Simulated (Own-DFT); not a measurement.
## Calculated data, GaP (zincblende, atoms displaced)

Computed with Own-DFT development build. A calculation, not a measurement: plane-wave PBE density functional theory by an unreviewed code, no spin, of a simulated periodic cell, stress positive in tension, free energy of the whole cell less one offset for each atom, forces on such cells passed a denser k mesh, this cell's mesh not checked; offsets are fitted by least squares, one for each functional and potential file, so energies compare only between cells with the same atoms and settings and are not formation energies; the far tail of each file's local potential was reset to the Coulomb form; each entry is a single point on an unrelaxed cell, so the pressure reflects the starting lattice, mostly measured values (interpolated for alloys), from which strain is counted, and rises with the displacements; printed positions are rounded, which can move forces by about a meV/angstrom; the program, named Own-DFT, is a retired in-house code; no spin-orbit coupling.

Entry: GaP (zincblende, atoms displaced)

```
GaP
1.0
     16.3515     0.0000     0.0000
      0.0000    10.9010     0.0000
      0.0000     0.0000    10.9010
Ga P Ga P Ga P Ga P Ga P Ga P Ga P Ga P Ga P Ga P Ga P Ga P
4 4 4 4 4 4 4 4 4 4 4 4 4 4 4 4 4 4 4 4 4 4 4 4
Direct
  0.99204 0.99773 0.95672
  0.99390 0.25606 0.24824
  0.17814 0.99587 0.24678
  0.15551 0.24490 0.99448
  0.08747 0.11189 0.13219
  0.09563 0.37863 0.37007
  0.25334 0.13457 0.37750
  0.24175 0.36153 0.13268
  0.99157 0.99888 0.49376
  0.98861 0.23750 0.73446
  0.16850 0.99639 0.74281
  0.17162 0.25230 0.49826
  0.07937 0.13380 0.62650
  0.10600 0.38085 0.88952
  0.23416 0.15480 0.88124
  0.26042 0.35271 0.60371
  0.99549 0.49427 0.97463
  0.00331 0.74007 0.24490
  0.15374 0.51273 0.24954
  0.16549 0.74535 0.99542
  0.08147 0.62670 0.14832
  0.07082 0.88072 0.36509
  0.24027 0.61848 0.37149
  0.24689 0.88663 0.12284
  0.99664 0.52384 0.47895
  0.99949 0.77120 0.74392
  0.16456 0.51104 0.74283
  0.17206 0.75036 0.49112
  0.08419 0.63081 0.62241
  0.07766 0.86316 0.86734
  0.24116 0.61985 0.87781
  0.25619 0.88052 0.62877
  0.31854 0.01534 0.01644
  0.31771 0.26140 0.24456
  0.49137 0.01346 0.26100
  0.48725 0.22676 0.02378
  0.42740 0.13598 0.13575
  0.42725 0.37022 0.36250
  0.58964 0.14078 0.37264
  0.58505 0.39542 0.12381
  0.33663 0.99007 0.50864
  0.31186 0.24226 0.73628
  0.50897 0.98387 0.78429
  0.50185 0.23481 0.51430
  0.40424 0.12858 0.61264
  0.41865 0.38649 0.86154
  0.58488 0.11871 0.90693
  0.58186 0.37197 0.65312
  0.32449 0.51519 0.99885
  0.31861 0.75406 0.24551
  0.50773 0.49107 0.26356
  0.50886 0.73100 0.98629
  0.41596 0.62171 0.10989
  0.42567 0.88208 0.35731
  0.58507 0.62441 0.37242
  0.58366 0.88750 0.11183
  0.34187 0.48322 0.50550
  0.33382 0.73169 0.76278
  0.49350 0.49010 0.76552
  0.49476 0.76078 0.49090
  0.41563 0.64552 0.64556
  0.40848 0.87166 0.85450
  0.58809 0.63317 0.87552
  0.58316 0.87197 0.64391
  0.66601 0.00282 0.99205
  0.66184 0.24290 0.25815
  0.82827 0.01179 0.24752
  0.83770 0.24635 0.98004
  0.73889 0.14167 0.12116
  0.74988 0.36768 0.36084
  0.92103 0.13615 0.34250
  0.92442 0.36712 0.13053
  0.66408 0.00126 0.50882
  0.65671 0.25892 0.74518
  0.84697 0.02111 0.75894
  0.84348 0.25760 0.50705
  0.74167 0.10830 0.65133
  0.74669 0.38592 0.84757
  0.90952 0.15942 0.87127
  0.91737 0.37656 0.60727
  0.65553 0.54072 0.00302
  0.66369 0.74239 0.24785
  0.82206 0.47362 0.26244
  0.83741 0.74699 0.98818
  0.73567 0.61287 0.12690
  0.75643 0.87421 0.39238
  0.92102 0.61104 0.39187
  0.90537 0.87764 0.14112
  0.66382 0.50866 0.49484
  0.66802 0.74572 0.74481
  0.82918 0.47297 0.71783
  0.82525 0.76535 0.50347
  0.74122 0.65420 0.61926
  0.76042 0.90472 0.85432
  0.91482 0.63928 0.84792
  0.91223 0.86316 0.63436
```

* functional: PBE
* potential files: PseudoDojo norm-conserving, scalar-relativistic, standard set
* wave cutoff: 42 hartree
* occupations: Fermi-Dirac
* smearing width: 0.1 eV
* hardware: one NVIDIA H200
* k mesh: 2 x 3 x 3 centred on Gamma
* free energy of cell above offsets: -14.922 eV
* pressure: 8.82 GPa
* stress xx: -9.52 GPa
* stress yy: -8.18 GPa
* stress zz: -8.77 GPa
* stress yz: 2.55 GPa
* stress xz: 1.09 GPa
* stress xy: 0.92 GPa
* wall time: 951.5 s

Force:
| element | x (eV/Å) | y (eV/Å) | z (eV/Å) |
| --- | --- | --- | --- |
| Ga | -0.121 | 0.687 | 3.325 |
| Ga | 5.345 | 0.516 | -0.448 |
| Ga | -2.303 | 1.651 | 2.325 |
| Ga | -1.019 | -0.757 | 5.598 |
| P | -1.518 | 0.729 | -1.551 |
| P | -2.784 | -0.755 | 1.098 |
| P | -0.014 | -2.394 | 0.006 |
| P | -1.792 | 3.649 | -2.908 |
| Ga | -0.074 | 0.546 | 0.135 |
| Ga | 1.556 | 2.561 | -0.25 |
| Ga | -0.739 | 0.906 | 0.818 |
| Ga | -2.019 | -0.739 | -0.8 |
| P | 0.742 | -1.539 | -1.187 |
| P | -3.967 | 2.883 | -3.205 |
| P | 3.249 | -4.612 | -2.198 |
| P | -2.078 | 4.079 | 0.369 |
| Ga | 0.218 | 0.542 | 0.827 |
| Ga | -3.176 | 2.346 | 1.986 |
| Ga | 3.162 | -2.714 | 0.675 |
| Ga | -1.044 | 0.513 | 1.529 |
| P | -0.396 | 0.46 | -6.201 |
| P | 2.25 | -0.309 | 0.662 |
| P | 2.492 | -0.036 | 0.439 |
| P | -0.13 | -2.819 | -1.024 |
| Ga | 8.851 | -7.09 | 6.487 |
| Ga | 0.781 | -3.262 | -0.813 |
| Ga | 0.339 | -1.639 | -0.767 |
| Ga | -1.317 | 1.377 | 0.693 |
| P | -0.621 | 0.466 | -0.43 |
| P | 2.573 | 1.675 | 0.926 |
| P | 0.35 | 0.799 | -0.806 |
| P | -0.93 | -2.039 | 0.095 |
| Ga | 2.328 | 1.253 | -2.285 |
| Ga | 3.726 | -1.379 | 1.956 |
| Ga | 3.745 | 0.916 | -1.391 |
| Ga | 6.375 | 7.497 | -7.483 |
| P | -8.592 | -4.755 | 5.686 |
| P | -1.852 | -1.136 | 1.985 |
| P | -2.619 | -3.545 | 2.996 |
| P | -0.147 | -2.331 | -0.588 |
| Ga | 0.29 | 0.425 | -2.275 |
| Ga | 3.386 | -0.93 | 2.334 |
| Ga | -0.033 | 1.45 | -1.279 |
| Ga | 0.068 | 1.68 | -0.461 |
| P | 1.495 | -0.331 | 2.36 |
| P | -5.069 | -4.672 | 4.349 |
| P | -2.714 | 3.299 | -3.35 |
| P | -2.764 | 2.928 | -4.898 |
| Ga | 0.866 | -2.685 | 0.581 |
| Ga | 1.867 | -0.948 | -0.153 |
| Ga | -0.411 | 1.519 | -1.813 |
| Ga | -3.152 | 3.516 | 2.304 |
| P | 0.243 | 0.717 | 1.949 |
| P | -3.538 | -2.227 | 2.001 |
| P | -1.457 | 1.01 | 0.847 |
| P | -0.706 | -1.577 | 1.622 |
| Ga | 1.107 | 1.745 | -1.028 |
| Ga | -2.797 | 1.713 | 0.687 |
| Ga | 3.433 | 4.22 | -3.023 |
| Ga | 1.062 | -0.598 | 1.368 |
| P | 2.19 | -3.366 | -3.587 |
| P | -0.185 | 0.652 | 3.479 |
| P | -0.522 | -0.497 | -4.799 |
| P | -0.884 | 0.656 | -2.124 |
| Ga | 3.421 | -2.009 | 1.535 |
| Ga | 1.309 | 3.311 | -3.1 |
| Ga | -1.343 | 0.105 | 0.034 |
| Ga | -5.817 | 5.045 | 5.891 |
| P | 1.746 | -1.295 | -0.877 |
| P | -3.246 | -2.845 | 5.485 |
| P | -2.492 | -2.447 | 4.747 |
| P | -2.572 | 2.439 | -3.014 |
| Ga | 0.105 | -0.458 | 0.007 |
| Ga | 3.035 | -3.948 | 3.176 |
| Ga | -0.063 | -0.932 | -1.953 |
| Ga | -2.993 | -3.066 | -2.637 |
| P | 0.504 | 1.987 | -1.77 |
| P | -0.429 | -0.507 | 2.987 |
| P | 5.066 | -4.913 | -2.743 |
| P | 3.59 | 1.326 | 0.679 |
| Ga | 0.356 | -4.819 | -0.16 |
| Ga | 0.177 | 2.058 | -0.178 |
| Ga | 4.3 | 4.254 | -3.989 |
| Ga | -1.192 | 0.99 | 0.942 |
| P | 4.945 | 1.715 | 1.938 |
| P | -3.011 | 2.916 | -3.953 |
| P | -9.237 | 7.05 | -7.229 |
| P | 1.346 | -1.238 | -2.433 |
| Ga | 0.769 | -1.022 | 1.06 |
| Ga | -0.501 | 2.266 | 2.406 |
| Ga | -0.633 | 3.367 | 0.624 |
| Ga | 3.023 | -2.778 | 1.333 |
| P | 1.935 | -4.541 | -1.541 |
| P | -1.826 | -3.045 | 2.4 |
| P | -0.165 | -2.329 | 0.673 |
| P | -0.71 | 3.461 | -1.707 |
